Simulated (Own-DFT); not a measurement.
Simulation results for Hf36O71 (tetragonal hafnia with one neutral oxygen vacancy, atoms displaced)

All values are calculated (Own-DFT development build). A calculation, not a measurement: plane-wave PBE and HSE06 DFT by an unreviewed code, no spin, of a simulated cell at Gamma alone, so results move with cell size and shape, stress positive in tension, energies less offsets, not probed for a lower state with spin; hafnium file: forces about 75 meV/angstrom off all-electron values; oxygen file: force components 24 meV/angstrom off all-electron in a glass; k mesh not checked against a denser one; forces and stress are PBE's, HSE06 gives the energy alone, and its difference from PBE has offsets of its own; offsets are fitted by least squares, one for each functional and potential file, so energies compare only between cells with the same atoms and settings and are not formation energies; the far tail of each file's local potential was reset to the Coulomb form; each entry is a single point on an unrelaxed cell, so the pressure reflects the starting lattice, taken from the Materials Project, from which strain is counted, and rises with the displacements; printed positions are rounded, which can move forces by about a meV/angstrom; the program is a retired in-house code; no spin-orbit coupling.

Common to all runs: first functional PBE; second functional HSE06; exact exchange share 0.25; screening 0.11 1/bohr; exchange divergence Gygi-Baldereschi; potential files PseudoDojo norm-conserving, scalar-relativistic, made for PBE, standard set; wave cutoff 48 hartree; occupations fixed; k mesh 1 x 1 x 1 centred on Gamma.

(1) Hf36O71 (tetragonal hafnia with one neutral oxygen vacancy, atoms displaced)

```xyz
107
Lattice="10.7800 0.0000 0.0000 0.0000 10.7800 0.0000 0.0000 0.0000 10.4493" Properties=species:S:1:pos:R:3 Hf36O71
Hf     0.0206    10.7427     0.0828
Hf     1.7701     1.9229     2.5086
O     10.7700     1.7200     1.5562
O      1.7001     0.0502     3.5486
O      0.0975     1.7366     4.2311
O      1.7201    10.7446     1.0079
Hf     0.0129    10.7663     5.1759
Hf     1.8244     1.8015     7.8343
O      0.0859     1.7701     6.8063
O      1.7386     0.0378     8.9073
O      0.0683     1.7343     9.4753
O      1.7602    10.7232     6.2827
Hf    10.7158     3.7372     0.0046
Hf     1.7162     5.5380     2.5119
O     10.6965     5.4487     1.6169
O      1.8110     3.6298     3.6180
O     10.7779     5.2479     4.2498
O      1.7910     3.6515     1.0603
Hf     0.0476     3.5455     5.3140
Hf     1.8493     5.5082     7.7163
O     10.6799     5.4427     6.8630
O      1.7600     3.5686     9.0549
O     10.7229     5.3852     9.4070
O      1.8929     3.6298     6.1318
Hf     0.0626     7.2047    10.3850
Hf     1.8962     9.0307     2.5476
O      0.0485     9.0191     1.5295
O      1.9185     7.0969     3.6419
O     10.7779     9.1218     4.2231
O      1.8598     7.0300     1.1137
Hf     0.0348     7.0996     5.1967
Hf     1.8282     8.9801     7.7316
O      0.0450     8.9919     6.6263
O      1.8040     7.1400     8.7606
O      0.0928     8.9791     9.3694
O      1.9385     7.2982     6.3057
Hf     3.4920    10.7465    10.4212
Hf     5.3744     1.9087     2.5221
O      3.4567     1.6933     1.6950
O      5.4019     0.0091     3.6387
O      3.8003     1.8727     4.1267
O      5.5282     0.0473     0.9053
Hf     3.5171    10.6801     5.2105
Hf     5.5839     1.7230     7.8354
O      3.6776     1.8386     6.7511
O      5.3645     0.0834     8.8618
O      3.4586     1.6887     9.5405
O      5.4615     0.1553     6.1983
Hf     3.4989     3.6604    10.3575
Hf     5.3354     5.4540     2.6765
O      3.5065     5.3837     1.5185
O      5.4717     3.5910     3.5628
O      3.5964     5.4528     4.2596
O      5.3730     3.6187     1.0395
Hf     3.6868     3.5353     5.0423
Hf     5.3239     5.4422     7.7517
O      3.6266     5.4310     6.8459
O      5.3394     3.5800     8.8782
O      5.5371     3.5694     6.1899
Hf     3.6707     7.2164     0.0860
Hf     5.3197     8.9267     2.5930
O      3.6787     9.0233     1.6860
O      5.3172     7.1470     3.5928
O      3.4960     9.0388     4.1301
O      5.4882     7.1716     1.0344
Hf     3.4761     7.1842     5.1966
Hf     5.3064     8.9746     7.6472
O      3.6430     8.9623     6.8638
O      5.3478     7.1969     8.7099
O      3.5305     8.7853     9.4609
O      5.4527     7.2749     6.3469
Hf     7.2485    10.6567    10.3876
Hf     8.9391     1.7007     2.6658
O      7.1978     1.7896     1.6613
O      8.9418     0.0618     3.6418
O      7.0745     1.8105     4.1312
O      8.9694     0.0572     1.1167
Hf     7.1733    10.7553     5.2486
Hf     8.9243     1.7162     7.8911
O      7.1265     1.6735     6.8807
O      8.9693     0.0391     8.8914
O      7.2629     1.9039     9.3000
O      8.9609    10.7164     6.2686
Hf     7.1094     3.5716     0.1113
Hf     8.8683     5.4852     2.6973
O      7.3111     5.3510     1.6244
O      9.0547     3.6569     3.6010
O      7.1320     5.4966     4.0767
O      8.9551     3.5294     1.0161
Hf     7.2668     3.6006     5.3545
Hf     8.9345     5.2045     7.9154
O      7.1292     5.4267     6.8590
O      8.9611     3.7460     8.8351
O      7.2090     5.3552     9.3429
O      8.8877     3.5984     6.1940
Hf     7.2181     7.1290    10.4126
Hf     8.8575     8.9834     2.4086
O      7.1880     8.8573     1.5802
O      9.0004     7.2622     3.5790
O      7.3213     9.0141     4.1892
O      8.9647     7.3458     1.0287
Hf     7.2384     7.1793     5.1442
Hf     9.0104     8.9558     7.6665
O      7.2223     8.9077     6.6638
O      9.0973     7.0272     8.9041
O      7.1415     8.9795     9.4735
O      8.9562     7.2504     6.2712
```

* PBE energy of cell above offsets: -88.345 eV
* HSE06 less PBE above offsets: 0.415 eV
* PBE pressure: 5.64 GPa
* PBE stress xx: -7.38 GPa
* PBE stress yy: -3.98 GPa
* PBE stress zz: -5.57 GPa
* PBE stress yz: -0.32 GPa
* PBE stress xz: -0.54 GPa
* PBE stress xy: -0.07 GPa

Force:
```csv
element,x (eV/Å),y (eV/Å),z (eV/Å)
Hf,-1.011,1.317,-1.286
Hf,-2.643,0.219,1.831
O,-0.132,0.189,0.561
O,1.701,-0.616,0.528
O,-0.668,1.919,0.098
O,2.552,-1.071,0.622
Hf,-0.667,0.89,0.188
Hf,0.853,0.439,1.074
O,-1.52,0.809,0.5
O,1.108,-1.727,-1.157
O,-1.157,1.469,-0.472
O,1.688,-0.279,-0.219
Hf,0.602,-2.672,0.903
Hf,-0.084,-4.5,0.416
O,-0.197,0.25,-0.627
O,0.544,0.204,-0.127
O,0.462,3.157,0.289
O,-0.808,-0.066,-0.133
Hf,0.214,-1.159,-1.722
Hf,-1.12,-2.808,1.538
O,2.122,0.052,-1.232
O,0.858,0.964,-2.606
O,1.105,0.69,0.39
O,-0.455,0.349,1.313
Hf,-1.604,-0.084,-0.182
Hf,-3.323,1.299,1.412
O,0.101,-0.907,0.296
O,-1.055,2.858,1.4
O,0.702,-3.973,-1.409
O,-0.519,2.528,-1.825
Hf,-1.918,1.149,0.109
Hf,-2.42,1.211,2.365
O,-0.16,-0.919,2.085
O,-0.379,0.835,1.084
O,-0.348,-0.379,-0.389
O,-3.04,-0.824,-0.184
Hf,1.267,0.797,-0.051
Hf,0.116,-2.177,1.089
O,3.016,-0.505,-2.096
O,-0.446,-1.8,-0.925
O,-1.068,-2.369,0.341
O,-2.029,-0.577,0.552
Hf,1.529,4.212,-0.441
Hf,-5.697,2.216,1.525
O,-1.167,-0.304,0.828
O,-0.052,-2.466,-0.36
O,0.182,1.705,-0.31
O,-2.435,-2.107,0.517
Hf,0.21,-0.071,-0.172
Hf,0.417,-2.583,-1.625
O,2.142,-0.067,0.467
O,-0.894,2.427,0.385
O,0.943,-0.849,-0.729
O,-1.21,-0.29,0.176
Hf,-0.083,-0.074,2.075
Hf,2.191,-1.368,1.86
O,-1.146,0.406,-1.126
O,-0.83,0.301,-0.198
O,-2.269,0.38,0.606
Hf,0.253,-3.247,-0.838
Hf,4.002,2.43,1.812
O,-1.92,-0.185,-2.732
O,-0.137,2.438,1.149
O,0.163,-1.602,0.72
O,-1.382,-0.323,-0.013
Hf,3.696,-0.477,-0.962
Hf,5.127,-0.193,3.151
O,-2.63,1.173,-2.782
O,-0.179,0.435,1.991
O,-0.245,3.422,-0.613
O,-1.249,-0.295,-2.836
Hf,-0.517,2.649,0.632
Hf,0.641,2.839,-0.712
O,-0.336,0.672,-1.53
O,0.142,-1.718,0.889
O,1.118,0.211,1.941
O,-0.559,-1.32,-0.917
Hf,0.511,0.69,-2.537
Hf,1.607,0.641,0.306
O,5.401,0.446,-3.019
O,-0.217,-1.788,-0.241
O,0.112,-0.871,1.275
O,0.584,0.615,0.718
Hf,1.235,0.317,-1.035
Hf,2.395,-2.344,-0.008
O,-3.207,0.453,-1.888
O,-0.659,-0.873,0.536
O,0.282,-1.113,1.226
O,0.115,0.225,-0.869
Hf,-3.179,-0.02,-5.221
Hf,-0.877,7.913,-3.676
O,1.102,-0.227,-1.559
O,1,-8.569,3.482
O,-0.803,0.316,1.816
O,4.088,-0.58,2.926
Hf,1.183,-0.435,-1.069
Hf,3.169,1.106,3.033
O,-2.88,0.85,-1.006
O,0.737,-0.233,1.371
O,-0.914,-0.987,-0.672
O,0.779,-0.602,-0.922
Hf,0.006,1.43,1.735
Hf,0.306,-0.942,0.538
O,-0.812,1.227,1.572
O,-0.692,2.585,-0.219
O,0.445,-1.74,-1.384
O,1.122,-0.053,-1.388
```

(2) Hf36O71 (tetragonal hafnia with one neutral oxygen vacancy, atoms displaced)

```xyz
107
Lattice="10.7800 0.0000 0.0000 0.0000 10.7800 0.0000 0.0000 0.0000 10.4493" Properties=species:S:1:pos:R:3 Hf36O71
Hf     0.0488    10.7377    10.4171
Hf     1.7993     1.7914     2.5855
O      0.0277     1.8090     1.5892
O      1.7972     0.0169     3.6469
O      0.0092     1.8157     4.2115
O      1.8205    10.7730     1.0575
Hf     0.0053    10.7732     5.2714
Hf     1.8025     1.8388     7.7926
O     10.7456     1.7302     6.8776
O      1.7907     0.0285     8.8645
O      0.0275     1.7838     9.4402
O      1.8172    10.7562     6.2559
Hf    10.7289     3.6065     0.0263
Hf     1.8137     5.3787     2.6225
O     10.7390     5.4454     1.5614
O      1.8665     3.5600     3.6000
O      0.0048     5.3947     4.1706
O      1.8099     3.5593     1.0086
Hf     0.0316     3.5422     5.2288
Hf     1.7607     5.4066     7.7885
O      0.0631     5.3742     6.8110
O      1.7800     3.6362     8.8384
O     10.7393     5.3598     9.4423
O      1.8245     3.6422     6.2402
Hf    10.7606     7.2099     0.0227
Hf     1.7555     8.9768     2.6120
O     10.7196     8.9860     1.6018
O      1.8198     7.1940     3.6175
O     10.7649     9.0068     4.2204
O      1.7862     7.1700     1.0301
Hf     0.0015     7.1913     5.2551
Hf     1.8186     8.9854     7.8357
O      0.0096     8.9790     6.8380
O      1.7873     7.1713     8.8391
O      0.0070     8.9446     9.4078
O      1.7831     7.1804     6.2389
Hf     3.5668     0.0123    10.4202
Hf     5.4145     1.8011     2.6309
O      3.5649     1.8315     1.5822
O      5.3751     0.0514     3.6564
O      3.5343     1.8006     4.2034
O      5.3886     0.0026     1.0114
Hf     3.5997     0.0004     5.2945
Hf     5.4134     1.7997     7.8095
O      3.5587     1.8471     6.8376
O      5.3797     0.0005     8.8532
O      3.6540     1.7694     9.4492
O      5.4043    10.7705     6.2588
Hf     3.5682     3.5666     0.0206
Hf     5.3899     5.4131     2.6569
O      3.6362     5.3773     1.5662
O      5.3343     3.6158     3.6085
O      3.5764     5.4014     4.1288
O      5.3429     3.5682     1.0215
Hf     3.6078     3.6150     5.2310
Hf     5.3899     5.3890     7.8356
O      3.5998     5.4051     6.8169
O      5.3832     3.5651     8.8845
O      3.5805     5.3868     9.4624
O      5.4078     3.6141     6.2650
Hf     3.6355     7.2108    10.4255
Hf     5.3487     8.9453     2.6456
O      3.5789     8.9311     1.5616
O      5.3749     7.1719     3.6296
O      3.6158     8.9544     4.1977
O      5.3893     7.2156     1.0393
Hf     3.6120     7.1169     5.2050
Hf     5.3207     8.9743     7.8705
O      3.6226     9.0062     6.7858
O      5.3395     7.1877     8.8711
O      3.5484     8.9275     9.4152
O      5.3983     7.1873     6.2383
Hf     7.1742     0.0620     0.0296
Hf     8.9261     1.7615     2.5901
O      7.1442     1.8055     1.6002
O      8.9967     0.0110     3.5755
O      7.2028     1.7780     4.1943
O      8.9651    10.7769     1.0094
Hf     7.2104    10.7149     5.2330
Hf     8.9927     1.8051     7.8044
O      7.2401     1.8407     6.7718
O      8.9871    10.7549     8.8081
O      7.2087     1.8381     9.4573
O      8.9426     0.0104     6.3051
Hf     7.1574     3.5907    10.4341
Hf     8.9375     5.3853     2.6046
O      7.2334     5.3607     1.5936
O      8.9457     3.5581     3.5815
O      7.1901     5.3407     4.2390
O      8.9495     3.5295     0.9722
Hf     7.1830     3.5655     5.1794
Hf     8.9792     5.3490     7.8778
O      7.1539     5.3707     6.8162
O      8.9817     3.5780     8.9016
O      7.1428     5.3750     9.4561
Hf     7.1914     7.1692     0.0361
Hf     8.9540     9.0148     2.6636
O      7.2265     8.9401     1.6033
O      9.0076     7.2214     3.6656
O      7.2202     8.9921     4.2215
O      9.0084     7.1976     1.0122
Hf     7.2276     7.1425     5.1775
Hf     8.9947     8.9507     7.8287
O      7.1756     8.9837     6.8359
O      9.0036     7.1892     8.8619
O      7.1848     8.9811     9.4078
O      9.0200     7.1708     6.2866
```

- PBE energy of cell above offsets: -100.850 eV
- HSE06 less PBE above offsets: -0.143 eV
- PBE pressure: 0.84 GPa
- PBE stress xx: -0.58 GPa
- PBE stress yy: -0.49 GPa
- PBE stress zz: -1.46 GPa
- PBE stress yz: -0.01 GPa
- PBE stress xz: -0.4 GPa
- PBE stress xy: 0.06 GPa

Force:
```csv
element,x (eV/Å),y (eV/Å),z (eV/Å)
Hf,-0.787,0.795,0.233
Hf,0.184,-0.128,0.241
O,-0.945,-0.166,0.279
O,-0.206,-0.692,0.064
O,-0.118,-0.524,0.633
O,-0.326,-0.346,-0.528
Hf,0.004,0.116,-0.538
Hf,-0.532,0.264,1.739
O,1.1,0.69,-1.306
O,0.226,-0.385,-0.128
O,-0.127,0.132,0.142
O,-0.517,0.217,0.263
Hf,0.938,-0.59,-0.242
Hf,-0.307,0.173,-0.928
O,0.196,-0.803,0.607
O,-0.389,0.856,0.394
O,0.104,-0.626,0.68
O,-0.874,0.548,0.144
Hf,-0.617,1.229,-0.485
Hf,1.135,0.034,1.509
O,-2.106,-0.294,-0.336
O,0.177,-0.884,-0.353
O,-0.104,0.628,-0.29
O,-0.524,-0.645,-0.219
Hf,0.565,-1.042,-0.155
Hf,0.408,0.2,-0.106
O,0.789,0.135,-0.074
O,-0.18,-0.107,0.242
O,0.139,-0.146,0.31
O,0.115,0.185,-0.266
Hf,-0.013,-0.339,-0.692
Hf,-0.204,-0.446,0.287
O,0.25,0.253,-0.454
O,-0.078,0.281,-0.261
O,0.308,0.78,0.126
O,0.671,0.18,-0.152
Hf,0.504,-0.131,0.595
Hf,-1.477,0.015,-0.395
O,0.758,-0.526,0.087
O,0.131,-1.134,-0.181
O,0.585,-0.041,0.947
O,-0.342,-0.122,0.175
Hf,0.236,-0.122,-1.734
Hf,-0.026,0.164,0.55
O,1.048,-0.314,-0.427
O,-0.066,0.111,-0.151
O,-0.467,0.275,-0.515
O,0.108,0.536,0.051
Hf,0.246,0.623,-0.249
Hf,-0.654,-0.871,-1.729
O,-0.308,0.184,0.737
O,0.385,-0.26,0.639
O,0.193,-0.265,0.686
O,1.095,0.102,0.1
Hf,-0.002,-0.702,-0.682
Hf,-0.363,-0.26,0.618
O,0.037,0.045,-0.565
O,0.162,0.239,-0.745
O,0.291,-0.053,-0.268
O,-0.32,-0.326,-0.456
Hf,-0.944,-1.45,0.698
Hf,-0.221,1.179,-0.9
O,0.211,0.261,0.54
O,0.533,0.061,0.593
O,0.23,0.348,0.254
O,0.576,-0.158,0.209
Hf,-0.376,1.052,0.347
Hf,1.765,0.043,-0.186
O,-0.825,-0.004,0.25
O,0.135,-0.189,-0.058
O,0.102,1.56,-0.565
O,0.188,-0.214,-0.399
Hf,0.265,-1.281,-0.803
Hf,1.133,0.541,-0.618
O,0.369,-0.211,-0.254
O,-0.12,0.083,1.275
O,-0.188,-0.068,-0.097
O,0.263,0.405,-0.174
Hf,-0.529,0.77,0.573
Hf,-0.55,-0.637,1.294
O,-0.667,0.471,0.274
O,0.128,0.403,0.437
O,-0.224,-0.911,-0.649
O,0.782,-0.257,-1.209
Hf,-0.698,0.141,0.432
Hf,1.822,0.191,0.225
O,-1.271,0.302,0.106
O,0.011,0.492,0.499
O,-0.032,0.851,-0.772
O,-0.032,0.177,0.675
Hf,0.741,-0.681,1.104
Hf,0.393,0.604,-0.19
O,1.094,-0.113,0.133
O,-0.07,0.143,-1.172
O,0.219,0.422,-0.428
Hf,0.37,1.22,-0.483
Hf,0.294,-0.551,-1.122
O,-1.027,0.086,0.469
O,-0.635,-0.882,0.002
O,-0.247,-0.641,-0.301
O,-0.987,-0.255,0.275
Hf,0.092,0.574,1.595
Hf,-0.964,0.342,0.498
O,-0.134,-0.113,-0.329
O,-0.268,-0.602,0.046
O,-0.171,-0.113,0.887
O,-0.65,-0.093,-0.452
```
